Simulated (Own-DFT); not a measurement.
# Computed records: GaP (zincblende, strained, atoms displaced)

Computed with Own-DFT development build. A calculation, not a measurement: plane-wave PBE density functional theory by an unreviewed code, no spin, of a simulated periodic cell, stress positive in tension, free energy of the whole cell less one offset for each atom, forces on such cells passed a denser k mesh, this cell's mesh not checked; offsets are fitted by least squares, one for each functional and potential file, so energies compare only between cells with the same atoms and settings and are not formation energies; the far tail of each file's local potential was reset to the Coulomb form; each entry is a single point on an unrelaxed cell, so the pressure reflects the starting lattice, mostly measured values (interpolated for alloys), from which strain is counted, and rises with the displacements; printed positions are rounded, which can move forces by about a meV/angstrom; the program, named Own-DFT, is a retired in-house code; no spin-orbit coupling.

Common to all runs: functional PBE; potential files PseudoDojo norm-conserving, scalar-relativistic, standard set; wave cutoff 42 hartree; occupations Fermi-Dirac; smearing width 0.1 eV; hardware one NVIDIA H100; k mesh 3 x 3 x 3 centred on Gamma.

(1) GaP (zincblende, strained, atoms displaced)

```cif
# cell vector a (Å): 11.0851 -0.0476 -0.0909
# cell vector b (Å): -0.0476 10.8041 -0.0567
# cell vector c (Å): -0.0909 -0.0567 11.0874
data_GaP
_symmetry_space_group_name_H-M 'P 1'
_symmetry_Int_Tables_number 1
_cell_length_a 11.0856
_cell_length_b 10.8044
_cell_length_c 11.0879
_cell_angle_alpha 90.592
_cell_angle_beta 90.938
_cell_angle_gamma 90.496
_cell_volume 1327.73
loop_
_atom_site_label
_atom_site_type_symbol
_atom_site_fract_x
_atom_site_fract_y
_atom_site_fract_z
_atom_site_occupancy
Ga1 Ga 0.00636 0.00187 0.99984 1
Ga2 Ga 0.00330 0.25317 0.25410 1
Ga3 Ga 0.24910 0.00630 0.25298 1
Ga4 Ga 0.25454 0.25947 0.99572 1
P1 P 0.12427 0.12701 0.13131 1
P2 P 0.12212 0.37604 0.37742 1
P3 P 0.37854 0.12759 0.37395 1
P4 P 0.37302 0.37682 0.12478 1
Ga5 Ga 0.00018 0.99208 0.50371 1
Ga6 Ga 0.99733 0.24879 0.74894 1
Ga7 Ga 0.24451 0.00776 0.75298 1
Ga8 Ga 0.25644 0.24579 0.50073 1
P5 P 0.12695 0.12681 0.63383 1
P6 P 0.12777 0.37026 0.88337 1
P7 P 0.37386 0.12535 0.87389 1
P8 P 0.37904 0.37315 0.61762 1
Ga9 Ga 0.99315 0.49941 0.00256 1
Ga10 Ga 0.00043 0.75856 0.25245 1
Ga11 Ga 0.24829 0.50666 0.24925 1
Ga12 Ga 0.24318 0.75559 0.00552 1
P9 P 0.12235 0.62625 0.12140 1
P10 P 0.12552 0.87544 0.38740 1
P11 P 0.37061 0.62539 0.37209 1
P12 P 0.37534 0.87280 0.12185 1
Ga13 Ga 0.00352 0.49417 0.49580 1
Ga14 Ga 0.00294 0.73459 0.75229 1
Ga15 Ga 0.24528 0.50374 0.74849 1
Ga16 Ga 0.25246 0.75619 0.49695 1
P13 P 0.12602 0.63193 0.62387 1
P14 P 0.11655 0.87127 0.87981 1
P15 P 0.37328 0.61772 0.87780 1
P16 P 0.37344 0.87976 0.62750 1
Ga17 Ga 0.49902 0.99985 0.99273 1
Ga18 Ga 0.50129 0.24806 0.24966 1
Ga19 Ga 0.75455 0.00329 0.25305 1
Ga20 Ga 0.75409 0.25384 0.00238 1
P17 P 0.63403 0.12889 0.12019 1
P18 P 0.62821 0.37504 0.37839 1
P19 P 0.88028 0.12251 0.36680 1
P20 P 0.87955 0.37109 0.13072 1
Ga21 Ga 0.50227 0.00126 0.50340 1
Ga22 Ga 0.50088 0.24937 0.74648 1
Ga23 Ga 0.75235 0.00313 0.75010 1
Ga24 Ga 0.76082 0.24912 0.50860 1
P21 P 0.62372 0.12627 0.62418 1
P22 P 0.62594 0.38006 0.87390 1
P23 P 0.87896 0.11585 0.87541 1
P24 P 0.87569 0.38361 0.62076 1
Ga25 Ga 0.50499 0.49921 0.00064 1
Ga26 Ga 0.49457 0.74899 0.25116 1
Ga27 Ga 0.75374 0.49507 0.24622 1
Ga28 Ga 0.75219 0.75858 0.99173 1
P25 P 0.61846 0.62687 0.11823 1
P26 P 0.61784 0.87548 0.37303 1
P27 P 0.87010 0.62589 0.37756 1
P28 P 0.87480 0.87332 0.12426 1
Ga29 Ga 0.49586 0.49545 0.49978 1
Ga30 Ga 0.50909 0.75077 0.75017 1
Ga31 Ga 0.74886 0.49857 0.74660 1
Ga32 Ga 0.75005 0.74928 0.49815 1
P29 P 0.62756 0.62501 0.61793 1
P30 P 0.62221 0.88240 0.87137 1
P31 P 0.87197 0.62391 0.87759 1
P32 P 0.87395 0.88338 0.63055 1
```

- free energy of cell above offsets: -33.853 eV
- pressure: 1.12 GPa
- stress xx: -0.64 GPa
- stress yy: -2.19 GPa
- stress zz: -0.52 GPa
- stress yz: -1.27 GPa
- stress xz: -1.39 GPa
- stress xy: -0.68 GPa
- wall time: 532.4 s

Force:
```csv
element,x (eV/Å),y (eV/Å),z (eV/Å)
Ga,-0.518,-0.285,0.701
Ga,-0.023,-0.509,-0.259
Ga,0.125,-0.785,-0.07
Ga,0.138,-1.385,0.877
P,0.454,0.457,-0.74
P,1.326,-0.212,-0.149
P,0.077,-0.349,0.227
P,0.659,0.229,0.509
Ga,-0.124,1.121,0.206
Ga,-0.031,0.305,0.41
Ga,0.187,-1.342,0.376
Ga,-0.783,0.011,-0.148
P,-0.476,0.303,-1.446
P,-1.239,1.148,-1.36
P,0.23,0.556,0.121
P,-0.687,0.29,1.245
Ga,0.491,-0.277,-0.058
Ga,-0.093,-0.888,0.092
Ga,-0.481,-0.678,-0.417
Ga,0.448,-0.713,-0.756
P,-0.276,0.231,0.773
P,0.092,0.424,-1.501
P,0.436,0.147,0.749
P,-0.06,0.877,0.535
Ga,-0.418,1.293,0.292
Ga,-0.773,1.237,0.088
Ga,0.305,-0.637,0.036
Ga,0.429,-0.554,0.618
P,0.227,-0.883,-0.628
P,0.9,0.236,-0.746
P,0.235,1.112,-0.161
P,0.267,-0.067,0.285
Ga,0.015,0.32,0.898
Ga,0.35,0.361,-0.319
Ga,-0.892,-0.795,-0.772
Ga,0.128,-0.245,-0.841
P,-0.997,-0.537,0.409
P,0.099,-0.233,-0.2
P,0.293,0.435,1.758
P,-0.076,0.415,-0.441
Ga,-0.525,-0.305,-0.398
Ga,-0.083,0.16,0.322
Ga,-0.718,0.034,-0.112
Ga,-0.817,-0.476,-1.19
P,0.86,0.204,0.289
P,0.233,-0.75,-0.06
P,-0.214,1.452,0.258
P,0.642,-0.527,1.02
Ga,-0.984,-0.304,-0.278
Ga,0.199,-0.169,-0.52
Ga,-0.853,0.615,0.198
Ga,-0.714,-0.441,0.523
P,1.345,0.511,0.852
P,0.844,0.222,0.189
P,0.929,-0.09,-0.531
P,0.169,0.767,0.106
Ga,0.562,0.546,-0.67
Ga,-1.111,-0.639,-0.269
Ga,-0.181,0.401,0.047
Ga,-0.09,0.728,0.113
P,-0.366,-0.022,0.574
P,0.786,-0.235,0.019
P,-0.021,-0.25,-0.423
P,0.146,-1.564,-0.253
```

(2) GaP (zincblende, strained, atoms displaced)

```cif
# cell vector a (Å): 10.6979 -0.0163 -0.0528
# cell vector b (Å): -0.0163 10.9460 -0.0319
# cell vector c (Å): -0.0528 -0.0319 10.8282
data_GaP
_symmetry_space_group_name_H-M 'P 1'
_symmetry_Int_Tables_number 1
_cell_length_a 10.6980
_cell_length_b 10.9461
_cell_length_c 10.8284
_cell_angle_alpha 90.335
_cell_angle_beta 90.562
_cell_angle_gamma 90.172
_cell_volume 1267.93
loop_
_atom_site_label
_atom_site_type_symbol
_atom_site_fract_x
_atom_site_fract_y
_atom_site_fract_z
_atom_site_occupancy
Ga1 Ga 0.00366 0.00171 0.00167 1
Ga2 Ga 0.00078 0.24966 0.25018 1
Ga3 Ga 0.25262 0.99656 0.25383 1
Ga4 Ga 0.24962 0.25547 0.00349 1
P1 P 0.13539 0.12261 0.12161 1
P2 P 0.12099 0.37378 0.36875 1
P3 P 0.37360 0.12864 0.37150 1
P4 P 0.37365 0.37409 0.12971 1
Ga5 Ga 0.00112 0.99318 0.49235 1
Ga6 Ga 0.00657 0.24850 0.75020 1
Ga7 Ga 0.24980 0.99762 0.74654 1
Ga8 Ga 0.25402 0.24809 0.50022 1
P5 P 0.13188 0.12575 0.62545 1
P6 P 0.13061 0.37304 0.88644 1
P7 P 0.37804 0.13315 0.87528 1
P8 P 0.37874 0.37881 0.62886 1
Ga9 Ga 0.99193 0.50242 0.01074 1
Ga10 Ga 0.98986 0.74490 0.24789 1
Ga11 Ga 0.25003 0.49902 0.25039 1
Ga12 Ga 0.24964 0.74708 0.99547 1
P9 P 0.12302 0.61420 0.11979 1
P10 P 0.12722 0.87833 0.36148 1
P11 P 0.37766 0.62308 0.37382 1
P12 P 0.36465 0.87049 0.13020 1
Ga13 Ga 0.00166 0.49842 0.49890 1
Ga14 Ga 0.99886 0.74704 0.75301 1
Ga15 Ga 0.25437 0.49245 0.74781 1
Ga16 Ga 0.25349 0.75905 0.49189 1
P13 P 0.12704 0.61723 0.62433 1
P14 P 0.12312 0.87483 0.88351 1
P15 P 0.36383 0.63067 0.87269 1
P16 P 0.36770 0.87950 0.62223 1
Ga17 Ga 0.50420 0.00687 0.99187 1
Ga18 Ga 0.50263 0.24658 0.24819 1
Ga19 Ga 0.75141 0.00262 0.24606 1
Ga20 Ga 0.75094 0.24978 0.00303 1
P17 P 0.62571 0.12613 0.11884 1
P18 P 0.62616 0.37189 0.37727 1
P19 P 0.89265 0.11420 0.37254 1
P20 P 0.87603 0.37807 0.13005 1
Ga21 Ga 0.49735 0.00293 0.50468 1
Ga22 Ga 0.50693 0.25123 0.73728 1
Ga23 Ga 0.75447 0.98719 0.75202 1
Ga24 Ga 0.75027 0.24592 0.50367 1
P21 P 0.62561 0.12172 0.62257 1
P22 P 0.63401 0.36850 0.87715 1
P23 P 0.87904 0.13495 0.87555 1
P24 P 0.86378 0.37179 0.62658 1
Ga25 Ga 0.49596 0.50583 0.00873 1
Ga26 Ga 0.50201 0.74948 0.24629 1
Ga27 Ga 0.74755 0.49929 0.24799 1
Ga28 Ga 0.74525 0.74435 0.99857 1
P25 P 0.61645 0.62339 0.12331 1
P26 P 0.62657 0.87584 0.36739 1
P27 P 0.87626 0.63199 0.37774 1
P28 P 0.87108 0.87022 0.13031 1
Ga29 Ga 0.49940 0.50434 0.49977 1
Ga30 Ga 0.50224 0.74658 0.75206 1
Ga31 Ga 0.75723 0.49987 0.75162 1
Ga32 Ga 0.74876 0.74758 0.50736 1
P29 P 0.61926 0.63112 0.63003 1
P30 P 0.62368 0.87218 0.87259 1
P31 P 0.86674 0.62713 0.87650 1
P32 P 0.87786 0.87368 0.62605 1
```

- free energy of cell above offsets: -32.185 eV
- pressure: 5.36 GPa
- stress xx: -6.13 GPa
- stress yy: -4.6 GPa
- stress zz: -5.35 GPa
- stress yz: -0.94 GPa
- stress xz: -0.62 GPa
- stress xy: -0.17 GPa
- wall time: 507.9 s

Force:
```csv
element,x (eV/Å),y (eV/Å),z (eV/Å)
Ga,-0.818,0.08,0.229
Ga,0.377,-0.667,-0.753
Ga,0.201,1.055,-0.713
Ga,0.793,-0.947,0.105
P,-0.717,0.295,0.724
P,0.816,0.17,1.127
P,0.547,-0.441,0.387
P,0.526,0.207,-0.056
Ga,1.183,-0.413,1.357
Ga,-0.013,0.666,-0.079
Ga,-0.148,0.434,1.355
Ga,-0.343,0.745,-0.173
P,-0.875,-0.333,-0.518
P,-1.319,1.107,-1.327
P,-0.231,-0.21,-0.763
P,0.214,-0.459,-1.167
Ga,-0.045,-0.622,-1.759
Ga,1.492,0.044,-0.371
Ga,-0.184,-0.054,0.124
Ga,-0.856,0.295,1.107
P,0.604,1.807,1.055
P,-0.94,-1.291,1.086
P,-0.263,0.583,-0.145
P,1.49,0.283,-1.049
Ga,-0.684,-0.394,-0.028
Ga,0.521,-0.153,-0.013
Ga,-0.955,0.427,0.85
Ga,-0.673,-1.036,0.003
P,0.189,1.026,0.033
P,0.115,0.009,-1.269
P,1.602,-1.046,-0.268
P,1.253,-0.672,0.425
Ga,-0.925,-0.906,0.42
Ga,-0.066,0.296,0.02
Ga,-0.066,0.012,0.291
Ga,0.568,0.173,0.056
P,0.286,-0.147,0.794
P,0.014,0.247,-0.051
P,-2.261,1.614,-0.323
P,-0.574,-0.827,0.02
Ga,-0.052,-0.453,-1.18
Ga,-0.06,-0.059,1.422
Ga,-0.026,1.566,0.195
Ga,0.251,-0.695,-1.081
P,0.766,-0.555,0.442
P,-1.271,1.314,-0.348
P,-0.294,-1.554,0.063
P,2.004,0.319,-0.161
Ga,-0.724,-1.319,-1.773
Ga,-0.591,0.24,0.33
Ga,-0.067,0.396,0.656
Ga,-0.266,0.663,0.602
P,1.464,0.484,0.588
P,-0.128,0.184,1.212
P,-0.726,-1.232,0.377
P,0.005,0.524,-1.414
Ga,0.248,-0.45,0.132
Ga,-1.484,0.769,0.03
Ga,-1.38,-0.123,0.048
Ga,-0.288,0.563,-0.735
P,0.985,-1.278,-0.465
P,0.07,0.188,0.55
P,1.301,-0.288,0.136
P,0.429,-0.164,-0.369
```

(3) GaP (zincblende, strained, atoms displaced)

```cif
# cell vector a (Å): 11.0699 -0.0827 -0.0556
# cell vector b (Å): -0.0827 10.9687 0.1980
# cell vector c (Å): -0.0556 0.1980 10.6954
data_GaP
_symmetry_space_group_name_H-M 'P 1'
_symmetry_Int_Tables_number 1
_cell_length_a 11.0703
_cell_length_b 10.9708
_cell_length_c 10.6974
_cell_angle_alpha 87.903
_cell_angle_beta 90.593
_cell_angle_gamma 90.865
_cell_volume 1298.12
loop_
_atom_site_label
_atom_site_type_symbol
_atom_site_fract_x
_atom_site_fract_y
_atom_site_fract_z
_atom_site_occupancy
Ga1 Ga 0.00230 0.99386 0.99582 1
Ga2 Ga 0.00071 0.25137 0.24659 1
Ga3 Ga 0.25665 0.98971 0.24923 1
Ga4 Ga 0.26234 0.25041 0.99810 1
P1 P 0.13173 0.12220 0.12614 1
P2 P 0.12923 0.36915 0.36660 1
P3 P 0.36452 0.12426 0.38037 1
P4 P 0.36879 0.37361 0.12774 1
Ga5 Ga 0.99885 0.99985 0.49438 1
Ga6 Ga 0.00644 0.24664 0.74627 1
Ga7 Ga 0.25496 0.00019 0.74972 1
Ga8 Ga 0.24790 0.24947 0.50451 1
P5 P 0.12889 0.11581 0.63337 1
P6 P 0.12657 0.36998 0.86898 1
P7 P 0.37761 0.12247 0.87453 1
P8 P 0.37227 0.37908 0.62666 1
Ga9 Ga 0.00248 0.50534 0.99308 1
Ga10 Ga 0.99920 0.75211 0.25327 1
Ga11 Ga 0.25849 0.50649 0.24203 1
Ga12 Ga 0.24441 0.74876 0.00047 1
P9 P 0.12660 0.61825 0.12540 1
P10 P 0.12814 0.88184 0.37991 1
P11 P 0.38390 0.63008 0.37148 1
P12 P 0.37596 0.88178 0.11680 1
Ga13 Ga 0.00576 0.49917 0.50424 1
Ga14 Ga 0.00074 0.74900 0.74653 1
Ga15 Ga 0.26026 0.49865 0.74914 1
Ga16 Ga 0.24977 0.74585 0.50038 1
P13 P 0.12555 0.62591 0.62740 1
P14 P 0.12223 0.87029 0.87338 1
P15 P 0.37988 0.62883 0.87197 1
P16 P 0.37254 0.87432 0.62249 1
Ga17 Ga 0.49465 0.99851 0.00531 1
Ga18 Ga 0.49696 0.24900 0.25090 1
Ga19 Ga 0.74514 0.00078 0.25241 1
Ga20 Ga 0.74317 0.24517 0.99807 1
P17 P 0.62976 0.12548 0.12519 1
P18 P 0.62277 0.37102 0.37865 1
P19 P 0.87527 0.12619 0.37391 1
P20 P 0.87365 0.37671 0.12509 1
Ga21 Ga 0.50115 0.00345 0.50321 1
Ga22 Ga 0.50068 0.24780 0.75686 1
Ga23 Ga 0.75964 0.00361 0.74774 1
Ga24 Ga 0.75007 0.26198 0.50153 1
P21 P 0.62640 0.12548 0.62628 1
P22 P 0.62774 0.37038 0.88426 1
P23 P 0.88697 0.13929 0.86882 1
P24 P 0.88067 0.37648 0.62379 1
Ga25 Ga 0.50107 0.49888 0.00353 1
Ga26 Ga 0.50225 0.75985 0.25087 1
Ga27 Ga 0.74786 0.49414 0.25418 1
Ga28 Ga 0.74598 0.75019 0.00184 1
P25 P 0.61335 0.62875 0.12854 1
P26 P 0.62578 0.87594 0.37193 1
P27 P 0.87918 0.62223 0.36747 1
P28 P 0.87092 0.88472 0.13313 1
Ga29 Ga 0.50569 0.49834 0.50257 1
Ga30 Ga 0.50050 0.75220 0.75229 1
Ga31 Ga 0.75422 0.49792 0.74674 1
Ga32 Ga 0.75372 0.75432 0.50828 1
P29 P 0.61125 0.62395 0.61982 1
P30 P 0.62856 0.86635 0.87206 1
P31 P 0.87479 0.62851 0.87605 1
P32 P 0.88107 0.86739 0.62815 1
```

* free energy of cell above offsets: -32.674 eV
* pressure: 3.09 GPa
* stress xx: -2.01 GPa
* stress yy: -2.81 GPa
* stress zz: -4.47 GPa
* stress yz: 3.03 GPa
* stress xz: -0.82 GPa
* stress xy: -1.37 GPa
* wall time: 531.5 s

Force:
```csv
element,x (eV/Å),y (eV/Å),z (eV/Å)
Ga,0.053,0.9,0.357
Ga,0.25,-0.508,-0.358
Ga,-0.311,1.034,-0.07
Ga,-1.249,-0.508,-0.167
P,-0.372,-0.007,-0.382
P,-0.021,1.058,0.861
P,1.057,-0.108,-0.326
P,1.107,0.322,-0.283
Ga,0.229,0.122,0.655
Ga,0.881,0.754,-0.97
Ga,0.24,-0.94,0.482
Ga,-0.138,0.017,-0.029
P,-0.936,0.82,-1.165
P,0.42,0.741,0.632
P,-0.262,-0.007,0.254
P,0.708,-0.869,-0.315
Ga,0.075,-1.045,0.162
Ga,0.695,0.398,-0.437
Ga,-0.075,-0.475,1.173
Ga,0.721,-0.249,-0.232
P,-0.688,1.13,-0.012
P,-0.312,-1.189,-0.412
P,-0.924,-0.449,0.454
P,-1.085,-1.819,1.313
Ga,0.37,0.069,-1.266
Ga,0.649,-0.682,0.605
Ga,-0.838,0.475,0.411
Ga,0.285,0.148,-0.381
P,0.177,-0.412,0.194
P,0.241,0.419,-0.175
P,-0.786,-0.525,0.91
P,0.261,0.014,0.409
Ga,2.09,0.785,-1.339
Ga,-0.007,-0.452,0.171
Ga,0.759,0.443,0.162
Ga,2.064,0.152,0.21
P,-1.501,-0.36,0.332
P,-0.616,0.493,-0.438
P,-0.586,0.445,0.289
P,-0.254,-0.07,-0.524
Ga,-0.045,-0.143,-0.532
Ga,0.434,0.464,-0.703
Ga,-0.01,-0.186,0.384
Ga,0.631,-1.408,0.17
P,0.096,0.383,0.131
P,-0.787,1.145,-1.212
P,-1.811,-1.933,1.464
P,-0.343,-0.097,0.375
Ga,-0.224,-0.066,-0.224
Ga,-0.228,-0.152,-0.631
Ga,0.052,0.62,-0.66
Ga,0.693,-0.266,0.709
P,1.099,-0.424,0.21
P,-0.133,0.25,1.34
P,-0.759,-0.054,1.425
P,0.161,-0.957,-0.929
Ga,-0.92,-0.548,-0.954
Ga,0.032,0.072,-0.842
Ga,-0.506,0.262,0.209
Ga,-0.4,-1.039,-1.089
P,1.922,0.689,1.199
P,-0.238,1.769,0.109
P,-0.479,-0.011,-0.191
P,-0.606,1.566,-0.512
```

(4) GaP (zincblende, strained, atoms displaced)

```cif
# cell vector a (Å): 10.7428 -0.0042 -0.0967
# cell vector b (Å): -0.0042 10.9716 0.2151
# cell vector c (Å): -0.0967 0.2151 11.0619
data_GaP
_symmetry_space_group_name_H-M 'P 1'
_symmetry_Int_Tables_number 1
_cell_length_a 10.7432
_cell_length_b 10.9737
_cell_length_c 11.0644
_cell_angle_alpha 87.763
_cell_angle_beta 91.017
_cell_angle_gamma 90.054
_cell_volume 1303.22
loop_
_atom_site_label
_atom_site_type_symbol
_atom_site_fract_x
_atom_site_fract_y
_atom_site_fract_z
_atom_site_occupancy
Ga1 Ga 0.00011 0.00141 0.00184 1
Ga2 Ga 0.00201 0.25184 0.24519 1
Ga3 Ga 0.24561 0.00135 0.24799 1
Ga4 Ga 0.24612 0.25461 0.99585 1
P1 P 0.12501 0.12470 0.12855 1
P2 P 0.12773 0.37822 0.38287 1
P3 P 0.38249 0.12589 0.37961 1
P4 P 0.37391 0.37986 0.12330 1
Ga5 Ga 0.99952 0.00266 0.49338 1
Ga6 Ga 0.00449 0.24640 0.74643 1
Ga7 Ga 0.24731 0.00206 0.74809 1
Ga8 Ga 0.23841 0.25007 0.50341 1
P5 P 0.13112 0.12470 0.62907 1
P6 P 0.11790 0.36952 0.87817 1
P7 P 0.36975 0.12418 0.87932 1
P8 P 0.37055 0.38034 0.63069 1
Ga9 Ga 0.99761 0.50396 0.00394 1
Ga10 Ga 0.00667 0.74620 0.25453 1
Ga11 Ga 0.24421 0.50163 0.25140 1
Ga12 Ga 0.25089 0.75248 0.99755 1
P9 P 0.12177 0.62252 0.11808 1
P10 P 0.12351 0.86875 0.36918 1
P11 P 0.37706 0.61946 0.36739 1
P12 P 0.36998 0.87297 0.12266 1
Ga13 Ga 0.99995 0.49748 0.50782 1
Ga14 Ga 0.99453 0.75120 0.75393 1
Ga15 Ga 0.25536 0.50266 0.74924 1
Ga16 Ga 0.25146 0.74621 0.50198 1
P13 P 0.12528 0.62673 0.63667 1
P14 P 0.12654 0.86932 0.88708 1
P15 P 0.38103 0.62175 0.87603 1
P16 P 0.37303 0.87673 0.61693 1
Ga17 Ga 0.49888 0.99764 0.00361 1
Ga18 Ga 0.48861 0.25209 0.25185 1
Ga19 Ga 0.75931 0.00147 0.25336 1
Ga20 Ga 0.75391 0.24653 0.99296 1
P17 P 0.62516 0.11721 0.12555 1
P18 P 0.62508 0.37457 0.38176 1
P19 P 0.87627 0.12006 0.36973 1
P20 P 0.87796 0.37511 0.13183 1
Ga21 Ga 0.49673 0.99901 0.49552 1
Ga22 Ga 0.50458 0.25222 0.75214 1
Ga23 Ga 0.75450 0.00319 0.75506 1
Ga24 Ga 0.75257 0.24950 0.50235 1
P21 P 0.62905 0.12443 0.63878 1
P22 P 0.63342 0.38503 0.88331 1
P23 P 0.87338 0.12962 0.87296 1
P24 P 0.87274 0.37500 0.62274 1
Ga25 Ga 0.50089 0.49907 0.00700 1
Ga26 Ga 0.51277 0.74722 0.24800 1
Ga27 Ga 0.74704 0.49708 0.24837 1
Ga28 Ga 0.74712 0.75355 0.99796 1
P25 P 0.62405 0.62584 0.13190 1
P26 P 0.62983 0.87436 0.36691 1
P27 P 0.87927 0.62895 0.37268 1
P28 P 0.87441 0.87667 0.12948 1
Ga29 Ga 0.49361 0.50172 0.49676 1
Ga30 Ga 0.50470 0.74463 0.74984 1
Ga31 Ga 0.74617 0.50083 0.74765 1
Ga32 Ga 0.75208 0.75031 0.50254 1
P29 P 0.62925 0.62607 0.62668 1
P30 P 0.62427 0.88099 0.87780 1
P31 P 0.87279 0.62708 0.87281 1
P32 P 0.86992 0.87700 0.62059 1
```

* free energy of cell above offsets: -32.790 eV
* pressure: 2.91 GPa
* stress xx: -3.97 GPa
* stress yy: -2.81 GPa
* stress zz: -1.96 GPa
* stress yz: 3.55 GPa
* stress xz: -1.83 GPa
* stress xy: 0.52 GPa
* wall time: 540.7 s

Force:
```csv
element,x (eV/Å),y (eV/Å),z (eV/Å)
Ga,-0.042,-0.145,0.15
Ga,0.642,-0.369,1.082
Ga,1.08,-0.507,0.637
Ga,0.669,-0.703,0.796
P,-0.274,0.756,-0.738
P,-1.141,0.013,-0.902
P,-2.211,0.387,-0.403
P,-1.007,-0.447,0.291
Ga,0.699,-0.776,0.659
Ga,-0.319,0.35,0.098
Ga,0.922,-1.244,1.047
Ga,2.062,-0.025,0.054
P,-1.753,-0.201,-0.799
P,-0.11,1.418,-0.715
P,0.409,0.349,-0.438
P,0.373,-0.778,-0.701
Ga,-0.258,-0.78,-0.668
Ga,-0.415,-0.044,-1.309
Ga,0.425,-0.253,-0.459
Ga,1.107,-1.445,0.66
P,0.453,0.72,0.811
P,0.542,0.854,1.074
P,-0.476,1.276,0.23
P,0.479,-0.051,0.783
Ga,0.335,0.833,-0.435
Ga,0.609,0.503,-0.194
Ga,-0.374,-0.472,1.092
Ga,-0.026,-0.297,-0.46
P,-0.505,0.226,-0.908
P,-1.247,1.515,-2.016
P,-0.608,0.475,0.172
P,0.043,-0.358,1.11
Ga,-0.084,0.05,-0.134
Ga,1.558,0.01,-0.353
Ga,-0.672,-0.565,-0.855
Ga,-0.214,0.171,1.381
P,-0.091,1.202,0.122
P,-0.559,0,-0.618
P,0.018,1.756,0.638
P,-1.012,0.253,-1.104
Ga,1.651,-0.443,0.653
Ga,-0.25,0.237,0.669
Ga,0.216,-0.851,0.011
Ga,-0.072,-0.745,-0.055
P,-0.78,0.301,-1.683
P,-1.073,-0.69,-0.407
P,0.9,-0.524,0.012
P,0.006,-0.182,0.716
Ga,0.654,0.368,-0.214
Ga,-1.384,0.585,0.234
Ga,0.66,-0.061,0.84
Ga,0.455,-0.286,0.534
P,0.426,-0.243,-1.393
P,-0.365,0.271,1.148
P,-0.68,-0.874,0.701
P,0.25,-0.447,-0.397
Ga,0.803,-0.445,0.769
Ga,-0.033,0.864,-0.071
Ga,1.019,-0.213,0.285
Ga,0.038,-0.186,-0.759
P,-1.024,0.042,-0.861
P,-0.45,-0.377,-0.54
P,-0.596,-0.277,0.438
P,0.603,0.522,0.689
```
